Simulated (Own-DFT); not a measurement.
# Same atoms, different arrangement: C36Si36, 72 atoms

Everything here is calculated. The program is Own-DFT (plane waves, in-house, since retired, never reviewed by a person); positions were held fixed, and spin and spin-orbit coupling were off.

Settings: PBE; PseudoDojo norm-conserving scalar-relativistic files; cutoff 42 hartree; 4 x 4 x 3 k mesh centred on Gamma; Fermi-Dirac smearing of 0.1 eV.

Known weak points: forces on such cells passed a denser k mesh, each cell not checked; stress not checked against mesh or cutoff.

All cells hold the same atoms in the same cell, with vectors in Å (9.248, 0.000, 0.000); (-4.624, 8.009, 0.000); (0.000, 0.000, 10.068). u is the rms random offset of the atoms per axis. E is the free energy of the whole cell, counted from the lowest run. The arrangements:

- A: 2H SiC
- B: 4H SiC

| arrangement | u (Å) | E (eV) | P (GPa) |
|---|---|---|---|
| A | 0.0304 | 0.114 | 3.73 |
| A | 0.0317 | 0.481 | 3.80 |
| A | 0.0318 | 0.525 | 3.91 |
| A | 0.0583 | 6.831 | 5.91 |
| A | 0.0622 | 7.970 | 6.38 |
| A | 0.0623 | 9.425 | 6.76 |
| B | 0.0301 | 0.000 | 3.74 |
| B | 0.0302 | 0.177 | 3.77 |
| B | 0.0327 | 0.381 | 3.90 |
| B | 0.0608 | 6.881 | 6.24 |
| B | 0.0611 | 7.286 | 6.27 |
| B | 0.0630 | 8.477 | 6.20 |

Question: what order do the arrangements take when the shaking is discounted?

## Answer

Fit E = a + b u², with one b for all and one a for each arrangement, and with residuals divided by u², since the noise grows with the moves. Then b = 2701 eV/Å², the scatter at u = 0.04 Å is 0.24 eV, and against A:

- B: -0.16 ± 0.11 eV (not told apart from A)

The cells share one lattice and weren't relaxed, which can shift such small differences either way.
